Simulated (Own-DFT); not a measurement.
## Calculated data, Si12O23 (quartz with two neutral oxygen vacancies, atoms displaced)

All values are calculated (Own-DFT development build). A calculation, not a measurement: plane-wave PBE and HSE06 DFT by an unreviewed code, no spin, of a simulated cell at Gamma alone, so results move with cell size and shape, stress positive in tension, energies less offsets, not probed for a lower state with spin; oxygen file: force components 24 meV/angstrom off all-electron in a glass; k mesh not checked against a denser one; forces and stress are PBE's, HSE06 gives the energy alone, and its difference from PBE has offsets of its own; offsets are fitted by least squares, one for each functional and potential file, so energies compare only between cells with the same atoms and settings and are not formation energies; the far tail of each file's local potential was reset to the Coulomb form; each entry is a single point on an unrelaxed cell, so the pressure reflects the starting lattice, mostly measured values (interpolated for alloys), from which strain is counted, and rises with the displacements; printed positions are rounded, which can move forces by about a meV/angstrom; the program, named Own-DFT, is a retired in-house code; no spin-orbit coupling.

Settings shared by all entries: first functional PBE; second functional HSE06; exact exchange share 0.25; screening 0.11 1/bohr; exchange divergence Gygi-Baldereschi; potential files PseudoDojo norm-conserving, scalar-relativistic, made for PBE, standard set; wave cutoff 48 hartree; occupations fixed; k mesh 1 x 1 x 1 centred on Gamma.

(1) Si12O23 (quartz with two neutral oxygen vacancies, atoms displaced)

```xyz
70
Lattice="9.8268 0.0000 0.0000 -4.9134 8.5103 0.0000 0.0000 0.0000 10.8104" Properties=species:S:1:pos:R:3 Si12O23
Si    -2.5896     8.4060    10.7104
Si     8.5673     1.9756     3.6671
Si     1.2565     2.2764     1.7632
O      1.4318     1.1417     0.6026
O      3.3418     0.5807     4.1815
O     -0.9722     3.0643     4.7437
O      0.6409     3.5829     1.0712
Si     2.2279     0.1066     5.4392
Si     8.5872     2.0713     8.8569
Si     1.2847     2.2804     7.1169
O      1.2807     1.1327     6.0887
O      2.6760     2.4623     8.0010
O      3.1424     0.5750     9.7328
O     -1.0336     3.0831    10.2112
O      0.2928     1.8354     8.4622
O      0.7958     3.6675     6.5641
Si    -0.2248     4.2876     0.1337
Si     6.1576     6.3089     3.5876
Si    -1.2003     6.4419     1.7066
O     -1.0313     5.3001     0.7396
O      0.2655     6.7701     2.3843
O      0.8300     4.8770     4.1402
O     -3.7319     7.2670     4.7022
O     -2.0553     5.9929     2.9773
O     -1.7405     7.8808     1.2275
Si    -0.2905     4.2150     5.4173
Si    -3.5938     6.3966     8.8669
Si    -1.0994     6.5583     7.1387
O     -1.0685     5.4204     6.0885
O      0.3800     6.7253     7.9092
O      0.6959     4.8610     9.6841
O     -3.5202     7.3798    10.1888
O     -2.1831     5.9578     8.3590
O     -1.7905     8.0175     6.6040
Si     7.2501     0.0142     0.0388
Si     3.7262     1.9526     3.6020
Si     6.3143     2.1436     1.8058
O      6.0895     1.0209     0.6276
O      7.6088     2.4771     2.5081
O      8.2858     0.4487     4.0647
O      3.9165     3.1774     4.7281
O      5.0924     1.6892     2.9506
O      5.5421     3.3608     1.1041
Si     2.3743     8.4756     5.3609
Si     3.6708     1.8902     8.9749
Si     6.1464     2.1761     7.3095
O      6.2788     1.1093     6.2193
O      7.6611     2.5198     7.8268
O      8.1215     0.5918     9.7007
O      3.8185     3.2435    10.0518
O      5.1511     1.7045     8.2534
O      5.7093     3.6548     6.5519
Si     4.7658     4.1883     0.1179
Si     1.3641     6.2000     3.5667
Si     3.7959     6.5996     1.7190
O      3.7826     5.4718     0.5892
O      5.2616     6.7784     2.4283
O      5.7278     4.8094     4.2626
O      1.4072     7.4179     4.7486
O      2.7473     6.0758     2.9509
O      3.2208     7.8927     1.1866
Si     4.7351     4.1536     5.4613
Si     1.3829     6.2339     8.9943
Si     3.8005     6.4982     7.0070
O      3.7385     5.3061     5.8819
O      5.2739     6.8343     7.8411
O      5.7577     4.9501     9.6608
O      1.3160     7.4220    10.1332
O      2.8594     5.9970     8.3240
O      3.1226     7.8503     6.5641
```

It finds PBE energy of cell above offsets -6.997 eV; HSE06 less PBE above offsets 0.608 eV; PBE pressure 10.9 GPa; PBE stress xx -9.29 GPa; PBE stress yy -12.32 GPa; PBE stress zz -11.09 GPa; PBE stress yz -1.04 GPa; PBE stress xz -4.95 GPa; PBE stress xy 3.13 GPa.

Force:
| element | x (eV/Å) | y (eV/Å) | z (eV/Å) |
| --- | --- | --- | --- |
| Si | -2.09 | 1.841 | 10.77 |
| Si | 5.228 | -1.629 | -4.07 |
| Si | 0.38 | -1.95 | 2.898 |
| O | -0.063 | -0.282 | -0.074 |
| O | -3.754 | -3.967 | 4.448 |
| O | -3.12 | -1.706 | 0.631 |
| O | 5.255 | -2.684 | 5.587 |
| Si | 1.498 | -4.374 | -5.446 |
| Si | 5.592 | -2.706 | 10.59 |
| Si | -0.729 | 1.367 | 6.727 |
| O | -1.48 | -0.157 | -1.596 |
| O | -3.436 | 1.016 | -4.958 |
| O | 6.188 | 3.92 | -7.001 |
| O | -2.078 | -0.929 | -1.579 |
| O | 1.359 | -0.19 | -3.182 |
| O | -1.059 | 1.221 | -1.384 |
| Si | 2.161 | -4.32 | -11.53 |
| Si | 3.843 | -8.183 | -2.663 |
| Si | 1.395 | 4.67 | 4.964 |
| O | -5.914 | 3.924 | 0.722 |
| O | 1.522 | -0.553 | 0.873 |
| O | -3.091 | -3.763 | 3.813 |
| O | 2.204 | 8.197 | 7.397 |
| O | -3.597 | -0.205 | 1.769 |
| O | -0.337 | -0.153 | -1.774 |
| Si | 6.619 | 4.355 | -0.32 |
| Si | 1.26 | -5.262 | 7.804 |
| Si | -0.593 | 1.786 | 4.715 |
| O | -0.605 | -1.093 | -1.956 |
| O | -3.87 | 1.198 | -3.998 |
| O | 1.069 | 1.566 | -0.553 |
| O | -3.586 | -3.876 | -3.005 |
| O | 3.797 | 1.192 | -2.751 |
| O | 1.727 | -2.191 | 1.281 |
| Si | -3.579 | -1.105 | -1.338 |
| Si | -2.49 | 4.639 | -2.06 |
| Si | -7.553 | -1.919 | -0.992 |
| O | 1.994 | 0.28 | 0.921 |
| O | 1.504 | 1.471 | 0.635 |
| O | -1.697 | -0.237 | 2.754 |
| O | -4.678 | -6.251 | -3.165 |
| O | 4.911 | -0.056 | -2.223 |
| O | 2.559 | -0.054 | 2.881 |
| Si | -2.328 | 2.69 | -0.983 |
| Si | 3.635 | 2.064 | 4.784 |
| Si | 4.276 | 6.275 | -4.911 |
| O | 2.171 | -3.692 | -4.794 |
| O | -4.938 | 2.16 | -4.968 |
| O | 1.735 | 2.95 | -2.998 |
| O | -0.775 | -3.01 | -1.29 |
| O | -6.21 | -2.564 | 6.341 |
| O | 1.733 | -2.444 | 3.254 |
| Si | -1.248 | 4.886 | -6.462 |
| Si | -4.213 | 4.198 | -0.951 |
| Si | 0.623 | -4.018 | 3.525 |
| O | 1.045 | -1.632 | -0.038 |
| O | -2.451 | 0.749 | -3.116 |
| O | 0.174 | 1.206 | -0.411 |
| O | -1.423 | -1.921 | -1.293 |
| O | 4.6 | -0.039 | -2.376 |
| O | -0.498 | 3.416 | -0.469 |
| Si | 4.606 | 4.865 | -1.678 |
| Si | 0.773 | -1.779 | 3.22 |
| Si | 0.198 | -2.144 | 3.913 |
| O | -0.785 | 2.988 | 2.113 |
| O | -5.984 | 1.99 | -6.69 |
| O | -0.825 | -0.12 | 1.227 |
| O | 1.092 | -0.416 | 0.202 |
| O | 0.167 | 0.154 | -0.822 |
| O | 2.182 | 0.341 | 1.123 |

(2) Si12O23 (quartz with two neutral oxygen vacancies, atoms displaced)

```xyz
70
Lattice="9.8268 0.0000 0.0000 -4.9134 8.5103 0.0000 0.0000 0.0000 10.8104" Properties=species:S:1:pos:R:3 Si12O23
Si    -2.6439     8.3990     0.1474
Si     8.6869     1.9494     3.5968
Si     1.2445     2.1974     1.7590
O      2.8213     2.5140     2.4698
O      3.2871     0.4847     4.2698
O     -1.0679     3.0950     4.7117
O      0.4082     1.7711     2.8946
O      0.6951     3.7105     1.1736
Si     2.2222     0.0405     5.3050
Si    -1.1348     2.0922     8.9486
Si     1.3173     2.2260     7.2675
O      1.3720     1.0885     6.0099
O      2.8105     2.5908     7.8747
O      3.2868     0.6768     9.7924
O     -1.0669     3.1116    10.1583
O      0.2680     1.8099     8.4501
O      0.8648     3.6392     6.5818
Si    -0.0703     4.1101     0.0065
Si     6.0970     6.2638     3.5287
Si    -1.0865     6.6645     1.8278
O     -1.0101     5.2122     0.6540
O      0.3413     6.7458     2.4849
O      0.7771     4.7305     4.2386
O     -3.4764     7.3676     4.8145
O     -2.2738     6.1953     2.9125
Si    -0.0342     4.4458     5.3864
Si    -3.6048     6.3956     9.0232
Si    -1.1493     6.4877     7.1991
O     -1.1480     5.3037     5.9708
O      0.4444     6.6664     7.8289
O      0.7586     4.9719     9.6303
O     -3.4995     7.5481    10.2181
O     -2.1771     5.9788     8.3588
O     -1.7467     7.9092     6.5468
Si     7.3261     0.1127     0.0231
Si     3.6439     2.1053     3.6577
Si     6.2388     2.2775     1.7582
O      6.3010     1.1659     0.8466
O      7.6761     2.5183     2.3248
O      8.1770     0.6387     4.1910
O      3.9559     3.1551     4.6228
O      5.2404     1.7021     2.9813
O      5.7723     3.6835     1.1411
Si     2.4005     8.4452     5.3378
Si     3.6958     1.8100     9.0572
Si     6.2289     2.2992     7.1879
O      6.1990     1.0749     6.2686
O      7.6056     2.5642     7.8831
O      8.1244     0.7129     9.6654
O      3.7470     3.1470    10.1214
O      5.1377     1.7052     8.3683
O      5.9646     3.5513     6.5483
Si     4.6561     4.2117     0.0230
Si     1.3552     6.0127     3.5463
Si     3.6274     6.5301     1.7853
O      3.7176     5.2251     0.7035
O      5.2488     6.7805     2.4520
O      5.5598     5.0542     4.1309
O      1.3055     7.3285     4.7813
O      2.7899     6.0038     2.8663
O      3.2238     7.8950     1.1040
Si     4.9118     4.2218     5.3483
Si     1.4408     6.2218     9.0694
Si     3.9435     6.4885     7.2213
O      3.8063     5.2498     6.2201
O      5.3340     6.7222     7.7729
O      5.8497     4.9044     9.6874
O      1.3129     7.2567    10.1827
O      2.8098     5.8958     8.2787
O      3.3890     7.8262     6.6766
```

Results for Si12O23 (quartz with two neutral oxygen vacancies, atoms displaced): PBE energy of cell above offsets -3.933 eV; HSE06 less PBE above offsets 0.811 eV; PBE pressure 11.19 GPa; PBE stress xx -8.81 GPa; PBE stress yy -11.9 GPa; PBE stress zz -12.87 GPa; PBE stress yz 2.45 GPa; PBE stress xz 0.2 GPa; PBE stress xy -2.56 GPa.

Force:
| element | x (eV/Å) | y (eV/Å) | z (eV/Å) |
| --- | --- | --- | --- |
| Si | 8.675 | 8.33 | 7.554 |
| Si | 0.82 | 5.522 | -3.204 |
| Si | 6.168 | 1.655 | -5.64 |
| O | -5.055 | 1.402 | -4.316 |
| O | 1.697 | 4.501 | -3.023 |
| O | 1.289 | 1.35 | 0.858 |
| O | -5.618 | -2.297 | 5.744 |
| O | 6.756 | -5.433 | 7.382 |
| Si | 4.182 | -1.805 | 3.13 |
| Si | -4.485 | -0.188 | 1.454 |
| Si | 1.212 | 1.058 | -1.781 |
| O | -2.755 | 4.399 | 3.151 |
| O | -1.773 | -1.914 | -0.103 |
| O | -4.516 | -9.939 | 6.455 |
| O | -0.839 | -1.2 | -0.317 |
| O | 4.321 | -1.205 | -2.24 |
| O | -1.015 | 0.729 | -1.168 |
| Si | -3.328 | 7.057 | -6.685 |
| Si | 7.581 | 6.051 | 3.11 |
| Si | -3.965 | -2.829 | -3.79 |
| O | -2.021 | 4.461 | 2.59 |
| O | 1.879 | -0.537 | 0.996 |
| O | 6.055 | 1.865 | -7.617 |
| O | -4.106 | -4.597 | -3.02 |
| O | 3.056 | -0.332 | -1.086 |
| Si | -5.06 | -9.633 | 7.751 |
| Si | 1.818 | -4.264 | 1.797 |
| Si | 1.581 | 1.843 | 0.046 |
| O | -1.692 | 3.5 | 2.199 |
| O | -3.128 | 0.179 | -1.991 |
| O | -1.324 | -5.307 | 2.158 |
| O | -7.523 | -7.352 | -6.876 |
| O | 0.715 | 0.747 | 0.037 |
| O | 0.895 | -1.471 | 1.061 |
| Si | -7.032 | -0.986 | -1.308 |
| Si | 4.992 | -10.34 | -2.933 |
| Si | -3.269 | 5.731 | 7.074 |
| O | 1.545 | -9.034 | -8.553 |
| O | 4.293 | -0.491 | 3.037 |
| O | -0.806 | -3.634 | 1.125 |
| O | 0.83 | 5.16 | 5.91 |
| O | -1.406 | 1.24 | 0.353 |
| O | -1.393 | 0.509 | -0.756 |
| Si | -3.093 | -0.077 | 4.944 |
| Si | 4.378 | 11.85 | -5.724 |
| Si | -0.74 | -8.136 | 7.02 |
| O | 2.895 | -5.184 | -5.083 |
| O | 2.676 | 0.103 | 1.128 |
| O | 1.36 | 0.539 | -1.607 |
| O | -0.357 | -1.616 | -0.43 |
| O | 1.453 | 0.692 | -0.585 |
| O | -4.614 | 10.76 | -7.484 |
| Si | 5.236 | -0.755 | -2.143 |
| Si | -1.257 | 6 | 1.066 |
| Si | 7.867 | -0.293 | -5.285 |
| O | -1.878 | 4.466 | 2.265 |
| O | -7.871 | 2.853 | -6.852 |
| O | -2.5 | -7.589 | 4.14 |
| O | 1.874 | -1.622 | -1.27 |
| O | -3.894 | -2.775 | 5.644 |
| O | 2.037 | -0.88 | 2.149 |
| Si | -1.025 | 1.179 | 3.538 |
| Si | -0.184 | -0.378 | -4.575 |
| Si | -5.256 | -2.969 | 0.413 |
| O | 2.723 | -2.469 | -3.268 |
| O | 2.579 | 1.704 | 0.964 |
| O | -2.395 | 1.096 | 1.149 |
| O | 2.696 | 6.187 | 4.347 |
| O | 1.345 | 0.816 | 1.174 |
| O | -2.306 | 4.001 | -4.203 |

(3) Si12O23 (quartz with two neutral oxygen vacancies, atoms displaced)

```xyz
70
Lattice="9.8268 0.0000 0.0000 -4.9134 8.5103 0.0000 0.0000 0.0000 10.8104" Properties=species:S:1:pos:R:3 Si12O23
Si    -2.6478     8.3518     0.0957
Si    -1.1670     2.0587     3.5532
Si     1.4471     2.2544     1.7269
O      1.3835     1.0563     0.5286
O      2.7887     2.5322     2.5129
O      3.2368     0.7744     4.2674
O     -0.8973     3.2425     4.6964
O      0.2899     1.7518     2.9196
O      0.7932     3.5917     1.1975
Si     2.2995     0.0541     5.4388
Si     8.6222     2.0542     8.9690
Si     1.2405     2.1838     7.1106
O      1.4136     1.1108     6.0070
O      2.6887     2.5403     7.8108
O      3.2206     0.6542     9.6376
O     -1.1318     3.2153    10.1681
O      0.4163     1.8100     8.3803
O      0.6875     3.7255     6.5166
Si    -0.1642     4.2082     0.0255
Si     6.1794     6.2520     3.6534
Si    -1.0828     6.6212     1.9073
O     -1.0377     5.5080     0.7830
O      0.3704     6.7744     2.5917
O      0.8414     4.8709     4.1080
O     -3.3372     7.3541     4.7523
O     -2.3387     5.9620     2.8193
O     -1.7270     7.8605     1.2055
Si    -0.1536     4.3863     5.4511
Si     5.9566     6.3476     9.0979
Si    -1.0703     6.4616     7.1884
O     -1.0817     5.4979     6.0966
O      0.3729     6.7307     7.8158
O      0.7966     4.7845     9.5072
O     -3.5777     7.2291    10.1638
O     -2.0973     5.8511     8.3970
O     -1.5956     7.9855     6.4835
Si     7.1905     0.0190    10.7940
Si     3.7793     1.9495     3.5714
Si     6.1154     2.1464     1.7915
O      6.3407     1.1260     0.6968
O      7.6560     2.4099     2.4867
O      8.0403     0.6976     4.1494
O      3.7410     3.0560     4.6926
O      5.2629     1.6690     2.8791
Si     2.4192     8.5004     5.2949
Si     3.8394     2.0814     8.8555
Si     6.1859     2.4545     7.2939
O      6.3213     1.0832     6.2599
O      7.7477     2.4830     7.7698
O      8.0012     0.5976     9.6786
O      3.8532     3.0463    10.1808
O      5.2990     1.6730     8.4624
O      5.4962     3.5380     6.5796
Si     4.8185     4.2112    10.7705
Si     1.4131     6.1920     3.5520
Si     3.7080     6.5234     1.7067
O      5.1768     6.7418     2.4861
O      5.6130     4.8764     4.1909
O      1.2535     7.4682     4.7283
O      2.6598     6.0025     2.9442
O      3.2493     7.9525     1.1407
Si     4.9404     4.2230     5.4160
Si     1.3360     6.2682     8.9588
Si     3.7375     6.5551     7.2931
O      3.8652     5.3641     6.0490
O      5.3024     6.7402     7.8904
O      5.7540     4.8329     9.6748
O      1.4652     7.3121    10.1238
O      2.8384     6.0096     8.3801
O      3.1476     7.8387     6.7204
```

The calculation gives: PBE energy of cell above offsets -5.294 eV; HSE06 less PBE above offsets 0.549 eV; PBE pressure 11.96 GPa; PBE stress xx -10.11 GPa; PBE stress yy -9.89 GPa; PBE stress zz -15.88 GPa; PBE stress yz 2.01 GPa; PBE stress xz -2.64 GPa; PBE stress xy 1.43 GPa.

Force:
| element | x (eV/Å) | y (eV/Å) | z (eV/Å) |
| --- | --- | --- | --- |
| Si | 1.283 | 3.092 | -6.42 |
| Si | 4.188 | 0.894 | 2.22 |
| Si | -3.244 | -2.702 | 1.234 |
| O | -1.464 | 2.777 | 2.627 |
| O | -0.747 | 0.58 | -2.929 |
| O | -2.857 | -6.811 | 2.68 |
| O | -3.066 | -2.823 | -1.502 |
| O | 1.594 | -0.103 | -1.12 |
| O | -0.354 | 1.384 | -1.463 |
| Si | 5.358 | -2.572 | -3.103 |
| Si | 3.075 | -1.856 | 2.91 |
| Si | 1.499 | 5.452 | 0.843 |
| O | -4.094 | 2.536 | 0.631 |
| O | 1.122 | 0.16 | -0.791 |
| O | -0.465 | -0.809 | 0.591 |
| O | -2.158 | -3.386 | -1.884 |
| O | -4.622 | -0.901 | 2.403 |
| O | 3.507 | -4.015 | 4.247 |
| Si | 2.11 | 5.27 | 0.5 |
| Si | 0.262 | 1.201 | -2.156 |
| Si | -0.503 | -3.359 | 1.997 |
| O | 1.944 | -3.417 | -2.911 |
| O | -4.175 | 2.267 | -3.823 |
| O | -2.089 | -2.404 | 3.659 |
| O | -1.938 | -0.886 | 0.029 |
| O | 2.993 | 0.331 | -0.134 |
| O | 1.502 | 1.104 | 1.761 |
| Si | 1.25 | 1.221 | -5.289 |
| Si | 8.186 | -10.81 | -1.57 |
| Si | -3.866 | 7.033 | 7.273 |
| O | -0.255 | -4.962 | -6.649 |
| O | 0.002 | 0.896 | -1.133 |
| O | -0.594 | 0.461 | 1.932 |
| O | 1.92 | 7.528 | 8.859 |
| O | -1.127 | 1.927 | -0.67 |
| O | 1.502 | -2.358 | 2.567 |
| Si | -1.641 | -2.741 | 2.66 |
| Si | 3.415 | 3.744 | -0.949 |
| Si | 4.746 | 7.415 | -3.056 |
| O | -0.886 | -2.357 | -2.88 |
| O | -4.137 | 1.902 | -3.89 |
| O | 2.301 | 0.184 | -0.865 |
| O | 3.476 | 3.88 | 2.666 |
| O | -5.586 | -2.282 | 6.019 |
| Si | -5.859 | -0.661 | 6.25 |
| Si | -4.974 | -3.337 | 3.633 |
| Si | 4.098 | -10.96 | 1.195 |
| O | 1.07 | 0.924 | -1.378 |
| O | -1.482 | 1.974 | -1.169 |
| O | 4.667 | 4.811 | -5.551 |
| O | -0.221 | 0.995 | -0.63 |
| O | 1.898 | 1.619 | -1.236 |
| O | 1.498 | 1.849 | 3.245 |
| Si | -0.985 | -1.125 | 5.048 |
| Si | -8.853 | 3.714 | 8.249 |
| Si | 1.825 | -2.516 | 0.468 |
| O | -1.846 | 0.665 | -0.458 |
| O | 1.605 | -0.729 | -0.413 |
| O | 2.381 | -0.909 | -0.192 |
| O | 12.66 | -0.938 | -6.532 |
| O | 0.245 | 0.002 | 0.456 |
| Si | -10.49 | 2.284 | -5.23 |
| Si | -0.198 | -3.169 | 0.939 |
| Si | 3.975 | -3.291 | -4.175 |
| O | 1.095 | 0.917 | 1.006 |
| O | -6.462 | 2.891 | -8.21 |
| O | 0.254 | 0.563 | -1.839 |
| O | -0.711 | 0.793 | 1.577 |
| O | -2.005 | -1.673 | 3.292 |
| O | -0.553 | 3.616 | -3.471 |
